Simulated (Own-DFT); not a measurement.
# Computed records: Al3GaAs4 (zincblende random alloy, atoms displaced)

A calculation, not a measurement: plane-wave PBE density functional theory by an unreviewed code, no spin, of a simulated periodic cell, stress positive in tension, free energy of the whole cell less one offset for each atom, forces on such cells passed a denser k mesh, this cell's mesh not checked; offsets are fitted by least squares, one for each functional and potential file, so energies compare only between cells with the same atoms and settings and are not formation energies; the far tail of each file's local potential was reset to the Coulomb form; each entry is a single point on an unrelaxed cell, so the pressure reflects the starting lattice, mostly measured values, from which strain is counted, and rises with the displacements; printed positions are rounded, which can move forces by about a meV/angstrom; the program is a retired in-house code; no spin-orbit coupling. Program: Own-DFT development build.

Common to all runs: functional PBE; potential files PseudoDojo norm-conserving, scalar-relativistic, standard set; wave cutoff 42 hartree; occupations Fermi-Dirac; smearing width 0.1 eV; k mesh 3 x 3 x 3 centred on Gamma.

(1) Al3GaAs4 (zincblende random alloy, atoms displaced)

```xyz
64
Lattice="11.3183 0.0000 0.0000 0.0000 11.3183 0.0000 0.0000 0.0000 11.3183" Properties=species:S:1:pos:R:3 Al3GaAs4
Al     0.0077     0.0190    11.3157
Ga    11.2917     2.8255     2.8085
Al     2.7963    11.2759     2.8049
Al     2.8306     2.8541    11.2754
As     1.4000     1.4154     1.4091
As     1.3889     4.2679     4.2269
As     4.2734     1.4770     4.2040
As     4.2725     4.2555     1.4012
Al    11.2796    11.2875     5.6615
Al     0.0487     2.8402     8.4981
Ga     2.8127     0.0460     8.4335
Al     2.7774     2.8880     5.6874
As     1.4865     1.4090     7.0634
As     1.4151     4.2573     9.8998
As     4.3186     1.4093     9.9524
As     4.2553     4.2510     7.1165
Al    11.2996     5.6512    11.3049
Al    11.2941     8.4743     2.8375
Al     2.8172     5.6738     2.7904
Al     2.8826     8.5001     0.0331
As     1.3479     7.0350     1.4103
As     1.4485     9.9412     4.1930
As     4.2972     7.0944     4.2676
As     4.2093     9.8926     1.4674
Ga    11.3090     5.6591     5.6705
Al    11.2965     8.5047     8.5098
Al     2.8422     5.7129     8.5010
Al     2.8339     8.4863     5.6580
As     1.4609     7.0585     7.1197
As     1.4038     9.8995     9.8905
As     4.2532     7.0313     9.9122
As     4.2399     9.8772     7.1227
Al     5.6748     0.0064    11.3122
Al     5.7243     2.8425     2.8109
Al     8.4827     0.0249     2.8309
Ga     8.4893     2.8846    11.3100
As     7.1074     1.4093     1.4194
As     7.1040     4.2578     4.2627
As     9.9260     1.4417     4.2812
As     9.9330     4.2531     1.4691
Al     5.6808    11.3060     5.6076
Ga     5.6729     2.7989     8.4895
Ga     8.4747     0.0140     8.4820
Al     8.4835     2.8023     5.5875
As     7.0553     1.3840     7.0443
As     7.0740     4.1808     9.9183
As     9.9335     1.4201     9.9160
As     9.9473     4.2780     7.0645
Al     5.6675     5.6448    11.2933
Ga     5.6173     8.5116     2.8264
Al     8.4272     5.7250     2.8276
Ga     8.4856     8.5133    11.3047
As     7.1215     7.0514     1.3391
As     7.0750     9.9451     4.2254
As     9.9183     7.0308     4.2229
As     9.8897     9.9693     1.3942
Al     5.6944     5.6870     5.6547
Al     5.6954     8.4912     8.4662
Al     8.4626     5.6587     8.4498
Al     8.5286     8.5367     5.6702
As     7.0445     7.0672     7.1004
As     7.0630     9.9153     9.9027
As     9.9328     7.1422     9.9298
As     9.8622     9.9056     7.1026
```

- free energy of cell above offsets: -20.012 eV
- pressure: 2.98 GPa
- stress xx: -2.97 GPa
- stress yy: -2.99 GPa
- stress zz: -2.99 GPa
- stress yz: 0.4 GPa
- stress xz: -0.23 GPa
- stress xy: 0.44 GPa

Force:
```
element  x (eV/Å)  y (eV/Å)  z (eV/Å)
     Al     0.106    -0.155    -0.129
     Ga     0.414    -0.109       0.3
     Al      0.48     1.171     0.135
     Al     0.158     -0.19     0.408
     As     0.339     0.128    -0.144
     As     0.196    -0.049    -0.021
     As    -0.518    -0.363     0.257
     As    -0.145    -0.104      0.12
     Al     0.535     0.135      0.13
     Al    -0.228    -0.193    -0.239
     Ga     0.613    -0.476     0.982
     Al     0.723    -0.071    -0.486
     As    -1.175     0.212    -0.351
     As     0.122     0.239     -0.08
     As    -0.892     0.031    -0.496
     As    -0.027     0.235    -0.322
     Al    -0.105    -0.131     0.001
     Al     0.023     0.358    -0.251
     Al      0.28     0.016     0.319
     Al    -0.675    -0.431    -0.312
     As     0.571     0.565    -0.115
     As      -0.7    -0.712     0.765
     As    -0.626    -0.341    -0.247
     As     0.478     0.378    -0.698
     Ga     0.437     0.208    -0.027
     Al     0.397    -0.055     -0.32
     Al     0.113    -0.733     0.143
     Al    -0.009     0.146     0.073
     As    -0.685     0.525    -0.561
     As     0.396     0.194     0.212
     As     0.276     0.763     0.051
     As     0.185     0.322    -0.682
     Al     0.044     -0.33     0.613
     Al    -0.274     0.124    -0.023
     Al     0.339     0.081     0.138
     Ga      0.53    -0.507     0.395
     As    -0.118     0.147     -0.26
     As    -0.243     0.175    -0.278
     As    -0.041    -0.511     -0.47
     As    -0.695     0.436     -0.43
     Al    -0.803     0.129     0.347
     Ga     -0.01    -0.021    -0.118
     Ga     0.012     0.295     0.312
     Al     0.128     0.385     1.007
     As     0.251      0.29    -0.115
     As     0.008      0.81    -0.517
     As    -0.231     0.208    -0.285
     As    -0.605    -0.705     0.125
     Al     0.067    -0.166     0.031
     Ga     0.777    -0.341    -0.105
     Al     0.533    -0.619     0.014
     Ga     0.196     0.294     0.073
     As    -0.782     0.492     0.362
     As     0.291    -0.586    -0.051
     As    -0.329     0.665     0.395
     As     0.116    -0.488     0.352
     Al    -0.302    -0.467     0.226
     Al    -0.466    -0.082     0.549
     Al     0.421    -0.043     0.659
     Al    -0.475     -0.65    -0.386
     As     0.577     0.326    -0.529
     As     0.003    -0.079    -0.074
     As    -0.509    -0.826     -0.34
     As     0.534      0.05    -0.035
```

(2) Al3GaAs4 (zincblende random alloy, atoms displaced)

```xyz
64
Lattice="11.3183 0.0000 0.0000 0.0000 11.3183 0.0000 0.0000 0.0000 11.3183" Properties=species:S:1:pos:R:3 Al3GaAs4
Al    11.3145     0.0226     0.0457
Al     0.0115     2.8860     2.8043
Al     2.8295    11.2974     2.8430
Ga     2.8199     2.8434     0.0260
As     1.4465     1.4441     1.3855
As     1.4592     4.2331     4.2653
As     4.2600     1.4564     4.2305
As     4.2214     4.2576     1.4566
Al     0.0699    11.2790     5.7207
Al    11.3076     2.7922     8.4400
Al     2.8578    11.3064     8.4575
Ga     2.8490     2.8166     5.6516
As     1.3967     1.4168     7.0659
As     1.4411     4.2535     9.9134
As     4.2596     1.4176     9.8856
As     4.2521     4.2398     7.0448
Al     0.0077     5.5842    11.2972
Al     0.0372     8.4870     2.8236
Al     2.8014     5.6746     2.8065
Ga     2.8612     8.4775    11.3128
As     1.4113     7.0594     1.4213
As     1.3927     9.9015     4.2400
As     4.2251     7.0596     4.2370
As     4.2176     9.8740     1.4663
Ga    11.2968     5.6878     5.6616
Al    11.2754     8.4915     8.5530
Ga     2.8807     5.6243     8.4916
Ga     2.8687     8.4972     5.6812
As     1.4649     7.0919     7.0652
As     1.4060     9.9171     9.9031
As     4.1910     7.1110     9.8842
As     4.2158     9.9253     7.1649
Al     5.6519     0.0314    11.2689
Al     5.6968     2.8205     2.8502
Al     8.5076     0.0069     2.8200
Al     8.5175     2.7938     0.0554
As     7.0890     1.4053     1.4045
As     7.1162     4.2372     4.1898
As     9.8765     1.4467     4.2677
As     9.8556     4.2797     1.4093
Al     5.6453     0.0176     5.6705
Al     5.6256     2.7990     8.4817
Al     8.4577     0.0137     8.5272
Al     8.4650     2.8178     5.6305
As     7.0860     1.4493     7.0753
As     7.0754     4.2643     9.9649
As     9.8935     1.3768     9.9153
As     9.9625     4.2341     7.0703
Al     5.6464     5.6259     0.0155
Al     5.6477     8.5061     2.7974
Al     8.4807     5.6987     2.8406
Ga     8.5061     8.5217     0.0258
As     7.0500     7.0960     1.4265
As     7.1333     9.9024     4.2464
As     9.9223     7.0620     4.2130
As     9.9253     9.9235     1.4178
Ga     5.6968     5.6993     5.6921
Al     5.6617     8.4790     8.4747
Al     8.4996     5.6770     8.4653
Al     8.4260     8.5049     5.6771
As     7.0928     7.1357     7.0958
As     7.0821     9.9094     9.8872
As     9.9329     7.0668     9.9451
As     9.8762     9.9141     7.1066
```

- free energy of cell above offsets: -20.170 eV
- pressure: 2.95 GPa
- stress xx: -2.95 GPa
- stress yy: -2.98 GPa
- stress zz: -2.93 GPa
- stress yz: 0 GPa
- stress xz: 0.29 GPa
- stress xy: 0.07 GPa

Force:
```
element  x (eV/Å)  y (eV/Å)  z (eV/Å)
     Al     0.315    -0.113    -0.433
     Al    -0.127    -0.251     0.278
     Al     -0.13       0.4     0.026
     Ga     0.426     0.103    -0.344
     As    -0.351    -0.325     0.639
     As    -0.452     0.293    -0.216
     As    -0.022    -0.634     0.026
     As     0.381    -0.237    -0.066
     Al    -0.965     0.183    -0.513
     Al     0.128     0.211     0.831
     Al     -0.81     0.544     0.752
     Ga    -0.169     0.065      0.08
     As     0.684     -0.08     0.145
     As    -0.215    -0.546    -0.538
     As    -0.535     0.029     0.106
     As     0.286    -0.093     0.217
     Al    -0.029     0.538     0.337
     Al    -0.308    -0.058     -0.08
     Al     0.048    -0.135     0.433
     Ga    -0.634     0.268     0.161
     As    -0.168         0    -0.437
     As      0.39    -0.012     0.184
     As     0.405      0.21    -0.044
     As     0.312      0.63    -0.732
     Ga     0.637    -0.078    -0.053
     Al     0.475     -0.04    -0.558
     Ga    -0.412     0.258    -0.235
     Ga    -0.106     0.091    -0.203
     As    -0.623    -0.086     0.468
     As     0.098     0.176     0.202
     As     0.982    -0.556     0.121
     As     0.799    -0.294    -1.108
     Al    -0.018    -0.489     0.559
     Al    -0.181     0.176    -0.444
     Al     0.102     0.127     0.203
     Al    -0.133     0.277    -0.547
     As    -0.323    -0.198     0.152
     As    -0.308     0.328     0.607
     As     0.816    -0.482     -0.25
     As     0.358    -0.139      0.16
     Al     0.142    -0.203     0.007
     Al     0.513     0.633     0.127
     Al     0.158     0.048    -0.429
     Al     0.284     0.423     0.309
     As    -0.174    -0.274     0.077
     As     0.162    -0.446    -0.676
     As     0.177     0.422    -0.007
     As    -0.851     0.084    -0.121
     Al    -0.286     0.552     -0.06
     Al     0.217    -0.169     0.745
     Al     0.002     0.047     -0.26
     Ga     -0.11     -0.24    -0.119
     As     0.098    -0.129    -0.222
     As    -0.893     0.252    -0.218
     As    -0.341     0.538     0.377
     As     0.054    -0.123     0.315
     Ga    -0.069    -0.246    -0.473
     Al    -0.175     0.195     0.479
     Al     0.142    -0.258      0.43
     Al     1.063     -0.05    -0.279
     As    -0.118    -0.582     0.037
     As    -0.304    -0.211     0.219
     As    -0.378    -0.211     -0.09
     As     0.062    -0.115    -0.054
```

(3) Al3GaAs4 (zincblende random alloy, atoms displaced)

```xyz
64
Lattice="11.3183 0.0000 0.0000 0.0000 11.3183 0.0000 0.0000 0.0000 11.3183" Properties=species:S:1:pos:R:3 Al3GaAs4
Al     0.0085    11.3103     0.0292
Ga     0.0537     2.8305     2.8457
Al     2.8268     0.0448     2.8246
Al     2.8399     2.8137    11.2854
As     1.4261     1.3741     1.4152
As     1.3917     4.2503     4.2228
As     4.2434     1.4092     4.2562
As     4.3091     4.2635     1.4201
Al     0.0132    11.3011     5.6423
Ga    11.3062     2.8257     8.4792
Al     2.8226    11.2749     8.4996
Al     2.8356     2.8490     5.6498
As     1.3834     1.4286     6.9961
As     1.4580     4.2505     9.9151
As     4.2767     1.4405     9.9142
As     4.2372     4.2260     7.0730
Ga    11.2875     5.6449    11.2941
Al    11.3101     8.5078     2.8294
Al     2.7601     5.6516     2.8072
Ga     2.8599     8.4678     0.0293
As     1.4216     7.0359     1.3529
As     1.4054     9.9633     4.2442
As     4.2034     7.0805     4.2493
As     4.2391     9.8780     1.4376
Al     0.0292     5.7016     5.6482
Al    11.3087     8.4830     8.4553
Al     2.8468     5.6649     8.4860
Al     2.8406     8.4345     5.6312
As     1.4067     7.0663     7.0714
As     1.4168     9.8913     9.8782
As     4.2482     7.0963     9.9045
As     4.2187     9.9178     7.0320
Al     5.6874    11.3153    11.3137
Al     5.6486     2.8456     2.8642
Al     8.4886     0.0827     2.8025
Al     8.4345     2.7979     0.0271
As     7.0614     1.3695     1.4097
As     7.0707     4.2068     4.2752
As     9.8547     1.4908     4.2319
As     9.9519     4.2410     1.3803
Al     5.7267    11.2997     5.7027
Al     5.6943     2.8034     8.4351
Al     8.4800     0.0462     8.4940
Al     8.4881     2.8471     5.6617
As     7.0883     1.4226     7.0582
As     7.0346     4.2586     9.9054
As     9.8873     1.3755     9.9225
As     9.9119     4.2434     7.1070
Al     5.6624     5.6426    11.3018
Ga     5.6930     8.4691     2.8045
Al     8.4863     5.6672     2.8205
Ga     8.4398     8.4498    11.2894
As     7.0785     7.0955     1.3594
As     7.0887     9.8853     4.2513
As     9.9010     7.1044     4.2277
As     9.8591     9.8658     1.3681
Ga     5.6178     5.6662     5.6210
Al     5.6617     8.4774     8.4063
Ga     8.4441     5.6536     8.5013
Al     8.4819     8.4432     5.6706
As     7.0585     7.0804     7.0260
As     7.0822     9.8694     9.9084
As     9.9148     7.1108     9.9010
As     9.9625     9.9271     7.0855
```

- free energy of cell above offsets: -20.269 eV
- pressure: 2.93 GPa
- stress xx: -2.92 GPa
- stress yy: -2.91 GPa
- stress zz: -2.95 GPa
- stress yz: 0 GPa
- stress xz: 0.11 GPa
- stress xy: -0.02 GPa

Force:
```
element  x (eV/Å)  y (eV/Å)  z (eV/Å)
     Al    -0.183    -0.381    -0.323
     Ga     -0.44    -0.125    -0.386
     Al     0.293    -0.484     0.156
     Al     0.161       0.2     0.577
     As      0.03     0.542    -0.222
     As     0.333     0.119     0.449
     As     0.284    -0.043     0.189
     As    -0.759    -0.197     0.074
     Al    -0.553      0.49    -0.202
     Ga     0.226    -0.166     0.323
     Al     0.023     0.693    -0.238
     Al    -0.114    -0.074    -0.163
     As     0.428    -0.134     0.691
     As    -0.371    -0.093      -0.3
     As    -0.062    -0.456    -0.428
     As      0.11      0.16     0.029
     Ga     0.257     0.101    -0.286
     Al     0.246     0.049    -0.365
     Al     0.654    -0.038     -0.09
     Ga    -0.239     0.261    -0.339
     As    -0.425     0.425     0.518
     As     0.338    -0.705    -0.254
     As     0.251    -0.331     -0.77
     As     0.142     0.506    -0.051
     Al    -0.541    -0.367    -0.008
     Al     0.213     0.105      0.26
     Al     0.008     0.026     0.084
     Al    -0.479     0.773     0.231
     As     0.297     0.043     0.073
     As    -0.095    -0.151     0.437
     As     0.276    -0.199    -0.304
     As     0.132    -0.197     0.109
     Al    -0.417    -0.419    -0.077
     Al     0.081    -0.364    -0.237
     Al     0.248    -0.945     0.252
     Al     0.457       0.3    -0.289
     As    -0.417      0.65     0.215
     As     0.077     0.585    -0.354
     As     0.582    -0.604     0.102
     As    -0.681    -0.283     0.404
     Al    -0.559    -0.043    -0.542
     Al    -0.331     0.306     0.404
     Al     0.138     -0.67     0.011
     Al     0.179      0.19     0.355
     As     0.256    -0.042     0.013
     As     0.249    -0.507    -0.087
     As     0.161       0.5     0.153
     As    -0.128     0.371    -0.455
     Al    -0.194     0.438    -0.023
     Ga    -0.254     0.097      0.29
     Al     0.067      -0.2    -0.096
     Ga     0.516     0.319    -0.087
     As    -0.157    -0.745     0.492
     As     0.272     0.258    -0.153
     As      0.05    -0.349     0.086
     As     0.159     0.382     0.451
     Ga     0.083    -0.188     0.164
     Al    -0.218     0.291     0.512
     Ga      0.34     0.218    -0.046
     Al     0.428     0.698    -0.035
     As    -0.015    -0.447      0.22
     As    -0.303     0.332    -0.639
     As    -0.236    -0.389    -0.279
     As    -0.877    -0.092    -0.195
```
